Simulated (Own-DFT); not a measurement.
Simulation results for SiC (2H silicon carbide, atoms displaced)

All values are calculated (Own-DFT development build). A calculation, not a measurement: plane-wave PBE density functional theory by an unreviewed code, no spin, of a simulated periodic cell, stress positive in tension, free energy of the whole cell less one offset for each atom, forces on such cells passed a denser k mesh, this cell's mesh not checked; offsets are fitted by least squares, one for each functional and potential file, so energies compare only between cells with the same atoms and settings and are not formation energies; the far tail of each file's local potential was reset to the Coulomb form; each entry is a single point on an unrelaxed cell, so the pressure reflects the starting lattice, mostly measured values (interpolated for alloys), from which strain is counted, and rises with the displacements; printed positions are rounded, which can move forces by about a meV/angstrom; the program, named Own-DFT, is a retired in-house code; no spin-orbit coupling.

Settings shared by all entries: functional PBE; potential files PseudoDojo norm-conserving, scalar-relativistic, standard set; wave cutoff 42 hartree; occupations Fermi-Dirac; smearing width 0.1 eV; k mesh 4 x 4 x 3 centred on Gamma.

(1) SiC (2H silicon carbide, atoms displaced)

```cif
# cell vector a (Å): 9.2481 0.0000 0.0000
# cell vector b (Å): -4.6241 8.0091 0.0000
# cell vector c (Å): 0.0000 0.0000 10.0681
data_SiC
_symmetry_space_group_name_H-M 'P 1'
_symmetry_Int_Tables_number 1
_cell_length_a 9.2481
_cell_length_b 9.2481
_cell_length_c 10.0681
_cell_angle_alpha 90.000
_cell_angle_beta 90.000
_cell_angle_gamma 120.000
_cell_volume 745.73
loop_
_atom_site_label
_atom_site_type_symbol
_atom_site_fract_x
_atom_site_fract_y
_atom_site_fract_z
_atom_site_occupancy
Si1 Si 0.99840 0.00204 0.00795 1
Si2 Si 0.11298 0.21966 0.24504 1
C1 C 0.00023 0.99378 0.18864 1
C2 C 0.11659 0.22614 0.43600 1
Si3 Si 0.00134 0.99928 0.50228 1
Si4 Si 0.11170 0.21894 0.75129 1
C3 C 0.99802 0.00179 0.68980 1
C4 C 0.11712 0.22895 0.93920 1
Si5 Si 0.99769 0.32961 0.99710 1
Si6 Si 0.10980 0.55050 0.25240 1
C5 C 0.99747 0.33015 0.19163 1
C6 C 0.11475 0.54966 0.43369 1
Si7 Si 0.99633 0.33338 0.50105 1
Si8 Si 0.10589 0.54814 0.74834 1
C7 C 0.99688 0.33351 0.69009 1
C8 C 0.10543 0.55356 0.94177 1
Si9 Si 0.00818 0.66980 0.00023 1
Si10 Si 0.11380 0.88994 0.24924 1
C9 C 0.00249 0.66704 0.18872 1
C10 C 0.10579 0.88768 0.44193 1
Si11 Si 0.99213 0.66282 0.49924 1
Si12 Si 0.11297 0.89225 0.74694 1
C11 C 0.00515 0.67370 0.68815 1
C12 C 0.11594 0.89104 0.93656 1
Si13 Si 0.33053 0.00132 0.00285 1
Si14 Si 0.44385 0.22027 0.25084 1
C13 C 0.33387 0.99826 0.18437 1
C14 C 0.45031 0.22201 0.44119 1
Si15 Si 0.33231 0.00286 0.49756 1
Si16 Si 0.44452 0.22197 0.74802 1
C15 C 0.33905 0.00410 0.69024 1
C16 C 0.45018 0.22488 0.93579 1
Si17 Si 0.33462 0.33260 0.99751 1
Si18 Si 0.44133 0.55102 0.25117 1
C17 C 0.34313 0.33602 0.18896 1
C18 C 0.44124 0.55362 0.43509 1
Si19 Si 0.32899 0.33267 0.49962 1
Si20 Si 0.44762 0.55903 0.75615 1
C19 C 0.33392 0.32727 0.68736 1
C20 C 0.44364 0.56059 0.93599 1
Si21 Si 0.33045 0.67033 0.00217 1
Si22 Si 0.44443 0.88531 0.24627 1
C21 C 0.33128 0.66313 0.19032 1
C22 C 0.45464 0.89217 0.43816 1
Si23 Si 0.33078 0.66615 0.49697 1
Si24 Si 0.44773 0.89353 0.74705 1
C23 C 0.33062 0.65679 0.68793 1
C24 C 0.44291 0.88965 0.93677 1
Si25 Si 0.66914 0.99674 0.00771 1
Si26 Si 0.77664 0.22145 0.25149 1
C25 C 0.66718 0.00435 0.18800 1
C26 C 0.77518 0.22151 0.43935 1
Si27 Si 0.66775 0.99951 0.50022 1
Si28 Si 0.78192 0.22502 0.75349 1
C27 C 0.66431 0.99570 0.68847 1
C28 C 0.77334 0.22201 0.93965 1
Si29 Si 0.67117 0.33004 0.00003 1
Si30 Si 0.77434 0.54848 0.24910 1
C29 C 0.65998 0.33290 0.19016 1
C30 C 0.77164 0.55572 0.43443 1
Si31 Si 0.65725 0.32321 0.50244 1
Si32 Si 0.78468 0.55900 0.74964 1
C31 C 0.66863 0.34205 0.69022 1
C32 C 0.77883 0.55722 0.93392 1
Si33 Si 0.66618 0.66948 0.00296 1
Si34 Si 0.77902 0.88991 0.25237 1
C33 C 0.66280 0.66278 0.18570 1
C34 C 0.77718 0.89312 0.43632 1
Si35 Si 0.66292 0.66647 0.49928 1
Si36 Si 0.77494 0.88950 0.75323 1
C35 C 0.66732 0.66953 0.68448 1
C36 C 0.77760 0.89130 0.93893 1
```

It finds free energy of cell above offsets -10.327 eV; pressure 3.87 GPa; stress xx -3.21 GPa; stress yy -2.49 GPa; stress zz -5.9 GPa; stress yz -0.61 GPa; stress xz -0.13 GPa; stress xy -0.35 GPa.

Force:
| element | x (eV/Å) | y (eV/Å) | z (eV/Å) |
| --- | --- | --- | --- |
| Si | 0.95 | -0.387 | -2.257 |
| Si | 0.036 | 0.49 | 0.953 |
| C | -0.59 | 0.934 | 0.563 |
| C | -1.149 | -1.256 | 0.094 |
| Si | -1.05 | 0.789 | -0.363 |
| Si | -0.044 | 0.866 | -0.246 |
| C | 0.126 | -0.436 | -0.053 |
| C | -0.593 | -1.416 | 0.097 |
| Si | -0.365 | 0.787 | 1.098 |
| Si | -0.282 | 0.484 | -0.967 |
| C | 0.336 | -0.265 | -1.11 |
| C | -1.918 | 0.819 | 1.329 |
| Si | 0.835 | -0.427 | -0.316 |
| Si | 0.403 | 1.956 | 0.776 |
| C | 0.85 | -0.847 | -0.431 |
| C | 1.206 | -0.331 | -0.998 |
| Si | -1.941 | -0.137 | -0.013 |
| Si | 0.116 | -0.909 | 0.63 |
| C | -0.16 | -0.441 | 0.218 |
| C | 1.165 | -0.053 | -0.983 |
| Si | 0.882 | -0.027 | -0.217 |
| Si | 0.373 | 0.306 | 0.801 |
| C | 0.196 | -1.142 | -0.519 |
| C | -1.206 | 0.152 | 0.298 |
| Si | 1.05 | 0.417 | -1.67 |
| Si | 0.223 | -0.213 | 0.301 |
| C | -0.124 | 0.181 | 1.488 |
| C | -2.516 | -0.597 | -1.21 |
| Si | 0.893 | -0.92 | 0.771 |
| Si | 0.604 | 0.499 | 0.713 |
| C | -0.654 | -0.57 | -1.184 |
| C | -0.643 | -0.395 | 0.491 |
| Si | 0.985 | 1.062 | 0.35 |
| Si | 0.371 | 0.841 | -0.343 |
| C | -1.618 | -1.138 | -0.736 |
| C | 0.195 | 0.147 | 0.663 |
| Si | 1.292 | 0.403 | 0.315 |
| Si | 0.196 | -0.886 | -1.89 |
| C | -1 | 1.079 | 0.256 |
| C | 0.254 | -0.385 | 1.54 |
| Si | 0.377 | -0.56 | -0.624 |
| Si | -0.097 | 0.319 | 0.92 |
| C | 0.067 | 0.055 | -0.42 |
| C | -2.26 | -0.739 | -0.571 |
| Si | 0.936 | 0.089 | 0.754 |
| Si | -0.333 | -1.701 | 0.73 |
| C | -0.795 | 1.358 | -0.266 |
| C | 0.35 | 0.307 | 0.676 |
| Si | -1.526 | 0.499 | -1.96 |
| Si | -0.462 | 0.485 | 0.15 |
| C | 0.651 | -0.89 | 0.733 |
| C | 0.248 | 0 | 0.061 |
| Si | 0.244 | 0.468 | 0.398 |
| Si | -1.558 | -0.786 | -0.585 |
| C | 0.3 | 1.421 | -0.064 |
| C | 1.946 | -1.021 | -0.08 |
| Si | -1.964 | 1.512 | 0.175 |
| Si | -0.212 | 1.532 | -0.196 |
| C | 1.755 | -0.674 | -0.695 |
| C | 0.599 | -0.814 | 0.784 |
| Si | 1.506 | 2.426 | 0.384 |
| Si | -1.189 | 0.576 | -0.128 |
| C | 0.88 | -1.485 | -0.448 |
| C | 0.312 | 0.164 | 1.403 |
| Si | 0.443 | -0.762 | -1.072 |
| Si | -0.352 | -0.684 | -0.489 |
| C | 0.255 | 0.747 | 1.022 |
| C | 0.899 | -0.549 | 0.553 |
| Si | -0.04 | 0.21 | -0.347 |
| Si | 0.474 | -0.348 | -0.639 |
| C | 0.322 | -0.166 | 1.019 |
| C | 0.536 | -0.02 | 0.583 |

(2) SiC (2H silicon carbide, atoms displaced)

```cif
# cell vector a (Å): 9.2481 0.0000 0.0000
# cell vector b (Å): -4.6241 8.0091 0.0000
# cell vector c (Å): 0.0000 0.0000 10.0681
data_SiC
_symmetry_space_group_name_H-M 'P 1'
_symmetry_Int_Tables_number 1
_cell_length_a 9.2481
_cell_length_b 9.2481
_cell_length_c 10.0681
_cell_angle_alpha 90.000
_cell_angle_beta 90.000
_cell_angle_gamma 120.000
_cell_volume 745.73
loop_
_atom_site_label
_atom_site_type_symbol
_atom_site_fract_x
_atom_site_fract_y
_atom_site_fract_z
_atom_site_occupancy
Si1 Si 0.00088 0.99876 0.99789 1
Si2 Si 0.10917 0.22160 0.25045 1
C1 C 0.99706 0.99516 0.18872 1
C2 C 0.11045 0.22599 0.43634 1
Si3 Si 0.99789 0.00194 0.49734 1
Si4 Si 0.10952 0.22011 0.74548 1
C3 C 0.00266 0.99796 0.68536 1
C4 C 0.11461 0.22388 0.94034 1
Si5 Si 0.00231 0.32749 0.00098 1
Si6 Si 0.11090 0.55473 0.25130 1
C5 C 0.99835 0.33085 0.18572 1
C6 C 0.11407 0.55447 0.44089 1
Si7 Si 0.00295 0.33792 0.50184 1
Si8 Si 0.10100 0.55346 0.74709 1
C7 C 0.99708 0.33102 0.68529 1
C8 C 0.11495 0.55694 0.93718 1
Si9 Si 0.99702 0.66592 0.99283 1
Si10 Si 0.11186 0.88503 0.25046 1
C9 C 0.99958 0.67065 0.18774 1
C10 C 0.10720 0.88553 0.44106 1
Si11 Si 0.99909 0.66767 0.49814 1
Si12 Si 0.10311 0.88612 0.75433 1
C11 C 0.00533 0.67019 0.68511 1
C12 C 0.10831 0.88457 0.93635 1
Si13 Si 0.33350 0.99958 0.99788 1
Si14 Si 0.44576 0.21459 0.25530 1
C13 C 0.33483 0.00360 0.18929 1
C14 C 0.44269 0.22029 0.44127 1
Si15 Si 0.33196 0.00159 0.49865 1
Si16 Si 0.44444 0.22295 0.74601 1
C15 C 0.33933 0.99773 0.68829 1
C16 C 0.45126 0.22694 0.93428 1
Si17 Si 0.33564 0.33327 0.00103 1
Si18 Si 0.44162 0.55784 0.25385 1
C17 C 0.32822 0.33323 0.18529 1
C18 C 0.44111 0.55185 0.43549 1
Si19 Si 0.33387 0.32423 0.49611 1
Si20 Si 0.43855 0.55084 0.74332 1
C19 C 0.33698 0.33171 0.68493 1
C20 C 0.44484 0.55397 0.94199 1
Si21 Si 0.32970 0.66132 0.00264 1
Si22 Si 0.44664 0.88848 0.25079 1
C21 C 0.32227 0.66692 0.18961 1
C22 C 0.44866 0.89054 0.43891 1
Si23 Si 0.33904 0.66302 0.50458 1
Si24 Si 0.44211 0.88394 0.75344 1
C23 C 0.33048 0.66198 0.69278 1
C24 C 0.44489 0.88846 0.93570 1
Si25 Si 0.66273 0.99667 0.99448 1
Si26 Si 0.77560 0.21991 0.25239 1
C25 C 0.66355 0.99913 0.18849 1
C26 C 0.77608 0.22065 0.43637 1
Si27 Si 0.67242 0.00363 0.50204 1
Si28 Si 0.77842 0.21674 0.75359 1
C27 C 0.66953 0.99946 0.68514 1
C28 C 0.77948 0.22186 0.93548 1
Si29 Si 0.66592 0.33497 0.00315 1
Si30 Si 0.77669 0.55122 0.25321 1
C29 C 0.66263 0.32944 0.18523 1
C30 C 0.77748 0.54975 0.43906 1
Si31 Si 0.66853 0.33115 0.49793 1
Si32 Si 0.77467 0.55900 0.74871 1
C31 C 0.67073 0.33474 0.68366 1
C32 C 0.78152 0.55803 0.93609 1
Si33 Si 0.66338 0.67137 0.99936 1
Si34 Si 0.78046 0.89046 0.25307 1
C33 C 0.66265 0.66157 0.19281 1
C34 C 0.77898 0.88919 0.43750 1
Si35 Si 0.66920 0.66717 0.50095 1
Si36 Si 0.77790 0.89370 0.75284 1
C35 C 0.66586 0.66729 0.68769 1
C36 C 0.77847 0.89176 0.93532 1
```

Results for SiC (2H silicon carbide, atoms displaced): free energy of cell above offsets -10.588 eV; pressure 3.76 GPa; stress xx -2.63 GPa; stress yy -2.6 GPa; stress zz -6.04 GPa; stress yz -0.07 GPa; stress xz -0.17 GPa; stress xy 0.09 GPa.

Force:
| element | x (eV/Å) | y (eV/Å) | z (eV/Å) |
| --- | --- | --- | --- |
| Si | -0.216 | 0.257 | 0.788 |
| Si | 0.172 | -0.238 | -0.673 |
| C | 0.428 | 0.624 | -0.238 |
| C | 0.464 | -0.708 | 0.449 |
| Si | 0.659 | -0.151 | 0.18 |
| Si | 0.5 | 0.429 | 0.747 |
| C | -1.193 | 0.357 | 0.35 |
| C | 0.321 | -0.818 | -1.249 |
| Si | -1.087 | 1.076 | -0.407 |
| Si | -1.222 | -0.411 | 0.048 |
| C | -0.349 | 0.119 | 0.822 |
| C | -0.382 | 0.719 | -0.312 |
| Si | -0.429 | -0.695 | -0.698 |
| Si | 1.822 | -0.175 | 0.808 |
| C | 0.283 | -0.005 | 0.69 |
| C | -1.039 | -0.897 | -0.249 |
| Si | 1.051 | -0.397 | 1.706 |
| Si | -0.601 | 0.787 | 0.163 |
| C | 0.279 | -1.438 | -0.328 |
| C | 0.163 | 0.957 | -0.888 |
| Si | 0.796 | -0.594 | 0.377 |
| Si | 2.137 | 0.502 | -1.556 |
| C | -1.768 | -0.262 | 0.304 |
| C | 0.051 | 0.934 | 0.531 |
| Si | 0.082 | 0.552 | 0.131 |
| Si | -1.577 | 1.664 | -1.146 |
| C | 0.245 | -1.294 | -0.433 |
| C | 1.146 | -0.246 | -0.923 |
| Si | 0.811 | -1.425 | 0.921 |
| Si | 1.363 | -0.417 | 0.359 |
| C | -1.623 | 0.154 | 0.11 |
| C | -0.86 | -0.844 | 0.395 |
| Si | 0.243 | -0.044 | -0.132 |
| Si | -0.141 | -0.652 | -1.436 |
| C | 1.097 | -0.169 | 1.37 |
| C | 1.105 | -0.107 | 1.308 |
| Si | -1.613 | 1.659 | 0.48 |
| Si | 0.876 | 0.356 | 1.735 |
| C | -1.12 | -0.337 | -0.283 |
| C | -0.453 | 0.138 | -1.232 |
| Si | 0.175 | 0.734 | -0.403 |
| Si | -0.758 | -0.103 | 0.159 |
| C | 2.139 | 0.364 | -0.214 |
| C | -0.214 | -0.339 | 0.231 |
| Si | -1.327 | 0.862 | -0.443 |
| Si | 0.333 | 0.376 | -1.213 |
| C | -0.454 | 0.143 | -0.811 |
| C | -0.333 | -0.653 | 0.944 |
| Si | 0.279 | 0.99 | 1.309 |
| Si | 0.243 | 0.106 | -1.148 |
| C | 0.834 | -0.2 | -0.637 |
| C | 0.699 | 0.451 | 0.363 |
| Si | -0.681 | -0.704 | -0.712 |
| Si | -0.969 | 0.937 | -1.235 |
| C | -0.6 | -0.192 | 1.05 |
| C | -0.162 | -0.057 | 1.088 |
| Si | 0.778 | 0.021 | -1.397 |
| Si | -0.278 | 0.511 | -0.923 |
| C | 0.531 | 0.297 | 1.409 |
| C | -0.418 | 0.694 | -0.107 |
| Si | -0.236 | -0.105 | 0.808 |
| Si | 1.216 | -0.855 | -0.224 |
| C | -0.183 | -0.189 | 0.832 |
| C | -1.4 | -0.288 | 0.163 |
| Si | 1.267 | -0.825 | 0.687 |
| Si | -0.645 | -0.798 | -0.919 |
| C | -0.03 | 0.936 | -0.608 |
| C | -0.172 | -0.066 | 0.484 |
| Si | -0.346 | -0.422 | -0.521 |
| Si | 0.692 | -0.84 | -1.309 |
| C | -0.497 | 0.449 | 0.039 |
| C | 0.095 | -0.192 | 0.664 |

(3) SiC (2H silicon carbide, atoms displaced)

```cif
# cell vector a (Å): 9.2481 0.0000 0.0000
# cell vector b (Å): -4.6241 8.0091 0.0000
# cell vector c (Å): 0.0000 0.0000 10.0681
data_SiC
_symmetry_space_group_name_H-M 'P 1'
_symmetry_Int_Tables_number 1
_cell_length_a 9.2481
_cell_length_b 9.2481
_cell_length_c 10.0681
_cell_angle_alpha 90.000
_cell_angle_beta 90.000
_cell_angle_gamma 120.000
_cell_volume 745.73
loop_
_atom_site_label
_atom_site_type_symbol
_atom_site_fract_x
_atom_site_fract_y
_atom_site_fract_z
_atom_site_occupancy
Si1 Si 0.00731 0.00597 0.99891 1
Si2 Si 0.11505 0.22647 0.24866 1
C1 C 0.99993 0.99854 0.18440 1
C2 C 0.11156 0.22446 0.43830 1
Si3 Si 0.99923 0.99724 0.49954 1
Si4 Si 0.10771 0.22390 0.74713 1
C3 C 0.99751 0.99712 0.69390 1
C4 C 0.11263 0.22563 0.93474 1
Si5 Si 0.00102 0.33115 0.99876 1
Si6 Si 0.10722 0.55476 0.25983 1
C5 C 0.00145 0.33056 0.18683 1
C6 C 0.11182 0.55881 0.43758 1
Si7 Si 0.99948 0.33754 0.49825 1
Si8 Si 0.11193 0.55248 0.74890 1
C7 C 0.99872 0.33665 0.68717 1
C8 C 0.10823 0.55040 0.93294 1
Si9 Si 0.00094 0.66682 0.99943 1
Si10 Si 0.11425 0.88880 0.24865 1
C9 C 0.00106 0.66399 0.18207 1
C10 C 0.11240 0.88407 0.43896 1
Si11 Si 0.99884 0.66587 0.49907 1
Si12 Si 0.11688 0.89413 0.74166 1
C11 C 0.99888 0.66247 0.68751 1
C12 C 0.11341 0.88858 0.93680 1
Si13 Si 0.33539 0.99999 0.99942 1
Si14 Si 0.44174 0.22236 0.24630 1
C13 C 0.32938 0.99644 0.18390 1
C14 C 0.44164 0.22400 0.44070 1
Si15 Si 0.33513 0.99714 0.49391 1
Si16 Si 0.44710 0.22126 0.75056 1
C15 C 0.33876 0.99870 0.68583 1
C16 C 0.44668 0.22213 0.93198 1
Si17 Si 0.34545 0.33683 0.99698 1
Si18 Si 0.44509 0.55613 0.24388 1
C17 C 0.32906 0.33035 0.18413 1
C18 C 0.45603 0.56060 0.43438 1
Si19 Si 0.33062 0.33127 0.50556 1
Si20 Si 0.44284 0.55863 0.74958 1
C19 C 0.33159 0.32959 0.68753 1
C20 C 0.43970 0.56091 0.93637 1
Si21 Si 0.34177 0.67298 0.00274 1
Si22 Si 0.44349 0.88569 0.24757 1
C21 C 0.33579 0.66579 0.19498 1
C22 C 0.44161 0.88262 0.43987 1
Si23 Si 0.33250 0.66978 0.50086 1
Si24 Si 0.44698 0.89291 0.74740 1
C23 C 0.32745 0.66469 0.68942 1
C24 C 0.44282 0.89541 0.93369 1
Si25 Si 0.66136 0.00196 0.99756 1
Si26 Si 0.77486 0.22483 0.24842 1
C25 C 0.66686 0.00617 0.19127 1
C26 C 0.77272 0.22201 0.43901 1
Si27 Si 0.67011 0.99769 0.50048 1
Si28 Si 0.77696 0.21999 0.74725 1
C27 C 0.66753 0.99973 0.69124 1
C28 C 0.77302 0.21819 0.94055 1
Si29 Si 0.67107 0.33845 0.99959 1
Si30 Si 0.77234 0.55720 0.25407 1
C29 C 0.66818 0.33363 0.18752 1
C30 C 0.77807 0.55419 0.43713 1
Si31 Si 0.67094 0.33070 0.50354 1
Si32 Si 0.77506 0.55095 0.75212 1
C31 C 0.67040 0.33627 0.69139 1
C32 C 0.77472 0.55541 0.93841 1
Si33 Si 0.66137 0.66568 0.00093 1
Si34 Si 0.78616 0.89607 0.24903 1
C33 C 0.66642 0.66325 0.18443 1
C34 C 0.77819 0.88524 0.44146 1
Si35 Si 0.67295 0.66813 0.50229 1
Si36 Si 0.77857 0.88047 0.75499 1
C35 C 0.66498 0.66019 0.68847 1
C36 C 0.77605 0.88961 0.94190 1
```

Results for SiC (2H silicon carbide, atoms displaced): free energy of cell above offsets -10.406 eV; pressure 3.77 GPa; stress xx -3.23 GPa; stress yy -2.64 GPa; stress zz -5.43 GPa; stress yz 0.38 GPa; stress xz 0.37 GPa; stress xy 0.76 GPa.

Force:
| element | x (eV/Å) | y (eV/Å) | z (eV/Å) |
| --- | --- | --- | --- |
| Si | -0.514 | -0.832 | -0.575 |
| Si | -0.544 | -1.099 | 0.18 |
| C | 0.778 | 0.836 | 0.908 |
| C | -0.174 | -0.334 | -0.013 |
| Si | 0.266 | 0.559 | 0.511 |
| Si | 0.544 | -0.332 | 0.477 |
| C | 0.117 | 0.539 | -1.539 |
| C | 0.858 | -0.083 | 0.263 |
| Si | -0.48 | 0.31 | 0.071 |
| Si | 0.561 | -0.188 | -3.075 |
| C | -0.782 | 0.689 | 0.667 |
| C | 0.014 | -0.416 | 1.174 |
| Si | 0.154 | -0.717 | 0.196 |
| Si | -1.061 | 0.592 | 0.402 |
| C | 0.306 | -0.858 | -0.591 |
| C | 0.323 | 0.915 | 1.308 |
| Si | 0.152 | -0.267 | -0.956 |
| Si | -0.868 | -0.758 | -0.263 |
| C | -0.583 | 0.18 | 1.97 |
| C | -0.625 | 0.738 | -0.562 |
| Si | -0.046 | -0.286 | 0.608 |
| Si | 0.147 | -1.337 | 1.628 |
| C | -0.28 | 0.666 | -0.154 |
| C | -0.153 | 0.325 | -0.473 |
| Si | -1.161 | 0.224 | -0.562 |
| Si | 0.538 | -0.1 | 0.905 |
| C | 0.894 | 0.659 | 0.785 |
| C | 0.918 | -0.556 | -0.757 |
| Si | -0.107 | 0.755 | 0.991 |
| Si | -0.33 | -0.03 | -1.118 |
| C | -0.869 | 0.773 | -0.658 |
| C | 0.356 | 0.218 | 1.51 |
| Si | -2.263 | -0.368 | -0.347 |
| Si | 0.703 | -0.408 | 1.554 |
| C | 1.027 | 0.795 | -0.145 |
| C | -1.609 | -0.869 | 0.74 |
| Si | 0.442 | 1.117 | -1.48 |
| Si | 0.123 | -0.762 | -0.396 |
| C | -0.158 | 0.559 | 0.962 |
| C | 1.79 | -0.643 | 0.145 |
| Si | -2.461 | -0.511 | -0.158 |
| Si | 0.08 | 0.681 | 0.92 |
| C | -0.986 | -0.017 | -1.471 |
| C | 0.486 | 1.442 | -0.855 |
| Si | 1.346 | -1.269 | -0.078 |
| Si | 0.069 | -1.034 | 0.207 |
| C | 1.118 | 0.761 | -0.586 |
| C | 1.019 | -1.093 | 0.665 |
| Si | 0.958 | -0.312 | 0.777 |
| Si | 0.956 | 0.003 | 0.368 |
| C | 0.368 | -1.136 | -0.683 |
| C | 1.472 | -0.416 | -0.413 |
| Si | -0.9 | 0.005 | 0.239 |
| Si | 0.057 | 0.382 | 1.178 |
| C | 0.766 | -0.597 | -0.778 |
| C | 0.599 | 1.149 | -0.873 |
| Si | -0.079 | -0.817 | -0.026 |
| Si | 1.503 | -0.411 | -1.317 |
| C | -1.138 | 0.456 | -0.005 |
| C | 0.26 | -0.028 | 0.633 |
| Si | -2.037 | 0.581 | -0.241 |
| Si | 0.584 | 0.978 | 0.039 |
| C | -0.169 | -1.057 | -0.671 |
| C | 0.125 | 0.478 | -0.019 |
| Si | 0.848 | 0.496 | -0.595 |
| Si | -1.261 | -1.184 | -0.027 |
| C | -0.658 | 1.099 | 0.673 |
| C | 0.335 | 0.813 | -0.943 |
| Si | -0.681 | -0.866 | -0.277 |
| Si | -0.937 | 0.681 | -0.116 |
| C | -0.263 | 0.549 | 0.258 |
| C | 0.215 | -0.018 | -0.112 |
